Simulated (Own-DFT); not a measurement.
# How strain changes the stress of beta-Si3N4, 112 atoms (N64Si48)

The numbers are computed, not measured, by runs of the plane-wave DFT program Own-DFT (in-house, retired, unreviewed) at fixed positions, with no spin and no spin-orbit coupling.

Common settings: PBE; PseudoDojo norm-conserving scalar-relativistic files; cutoff 42 hartree; 2 x 2 x 4 k mesh centred on Gamma; Fermi-Dirac smearing of 0.1 eV.

Known weak points: forces on such cells moved up to 12 meV/angstrom on a denser k mesh; stress not checked against mesh or cutoff.

Unstrained cell vectors in Å: (15.212, 0.000, 0.000); (-7.606, 13.174, 0.000); (0.000, 0.000, 5.818). The unstrained cell has measured lattice constants (interpolated for alloys), not those of this functional. That, the random moves and any unrelaxed bonds set the pressure at no strain. Each run strains this cell uniformly, with the atoms carried along. All atoms carry random offsets, Gaussian with a width of 0.05 Å per axis. Strain is the symmetric tensor, in per cent. Stress is positive in tension, and the pressure is minus a third of its trace.

```
run,e_xx (%),e_yy (%),e_zz (%),e_yz (%),e_xz (%),e_xy (%),s_xx (GPa),s_yy (GPa),s_zz (GPa),s_yz (GPa),s_xz (GPa),s_xy (GPa),P (GPa),E (meV/atom)
1,-0.79,-1.37,1.95,1.44,-0.74,1.83,-12.10,-13.46,-0.62,5.48,-3.52,6.68,8.72,39.4
2,-1.58,-0.57,-1.99,0.47,1.31,-0.29,-21.40,-15.78,-24.81,1.03,3.86,-1.80,20.66,70.6
3,1.30,-1.09,1.63,-0.52,1.01,-0.80,1.07,-8.29,-2.08,-0.92,3.50,-2.79,3.10,18.4
4,-1.08,1.01,-1.91,-0.92,0.46,-1.01,-13.50,-5.54,-23.81,-4.34,0.44,-4.43,14.28,49.2
5,-0.87,0.84,1.84,-0.24,1.16,1.00,-8.16,-2.49,1.44,-0.72,4.08,2.48,3.07,3.3
6,0.51,0.47,1.87,1.34,0.53,1.89,0.38,-2.13,0.45,4.14,2.29,6.47,0.43,16.5
7,-0.81,-0.68,-0.11,1.32,-0.13,-1.76,-11.24,-13.98,-11.21,2.96,-1.70,-5.37,12.14,35.1
8,0.62,1.43,0.03,1.30,1.64,-0.63,-3.39,0.11,-8.01,5.63,4.09,-0.78,3.76,39.9
9,0.13,-1.44,1.41,0.77,1.61,1.34,-8.66,-15.55,-0.44,4.47,4.86,6.54,8.22,35.0
10,-1.68,0.95,1.76,-1.10,1.39,-0.27,-11.43,-6.94,1.72,-3.44,4.56,0.59,5.55,31.4
11,0.78,0.76,1.98,0.20,-0.52,1.76,-1.40,1.03,2.15,0.59,-2.22,5.27,-0.59,14.4
12,1.80,1.69,0.07,-0.62,-1.15,0.28,3.52,4.39,-6.29,-2.37,-3.47,-0.80,-0.54,0.0
13,-0.61,-0.82,-1.78,1.84,-0.47,0.03,-12.82,-13.76,-26.24,5.70,-2.04,0.66,17.61,53.9
14,0.60,-0.29,-0.34,-0.87,1.88,-0.31,-7.33,-5.45,-12.08,-2.53,5.27,-1.32,8.28,29.8
15,0.76,-0.62,-0.36,-0.09,0.43,-0.20,-4.27,-9.77,-11.39,1.28,1.80,0.50,8.48,12.5
16,-0.39,0.51,1.40,1.17,-0.13,0.70,-9.99,-4.45,-0.49,4.07,-1.97,2.31,4.98,32.2
17,-0.31,1.43,-1.10,0.51,1.31,-1.57,-9.46,-4.09,-14.52,4.39,1.50,-6.99,9.35,62.4
18,-1.15,0.31,-0.61,0.89,-1.47,0.75,?,?,?,?,?,?,?,?
```

E is the free energy per atom, counted from the lowest run shown.

## What the rows give

Each stress component was fitted by least squares to a constant and the strains of the runs shown, as fractions, with shears doubled. Shear strains stay in the fit of a normal stress only where such slopes are resolved. The slopes, in GPa:

```
stress,at no strain,per e_xx,per e_yy,per e_zz,scatter
s_xx,-7.8,511 ± 44,134 ± 42,134 ± 30,1.72
s_yy,-7.6,240 ± 38,485 ± 35,85 ± 26,1.46
s_zz,-10.5,61 ± 43,117 ± 40,645 ± 29,1.66
```

The slope of each shear stress on twice its own strain, from a fit on all six strains: yz 181 ± 16, xz 161 ± 12, xy 162 ± 16 GPa. These are stiffnesses along x, y and z of the frame in which the cell vectors are given, with the crystal's c axis along z: C11, C12, C13 and C33. Hexagonal symmetry asks that xx and yy behave alike, which is a second check on the noise. The atoms are held to the strained lattice; where symmetry lets them move under strain, relaxing them would lower some slopes. Slopes across the diagonal should nearly agree, so their difference gauges the noise. A ninth of the table's sum, 268 ± 7 GPa, estimates the bulk modulus near the mean pressure of these runs, 7.5 GPa, so it lies above the value at zero pressure.

## Test on the hidden row

Q: what normal stresses and pressure should run 18 give?

The fit gives s_xx = -14.1, s_yy = -9.3, s_zz = -14.8 and P = 12.8 GPa. DFT gave -16.23, -6.96, -12.96 and P = 12.05 GPa.
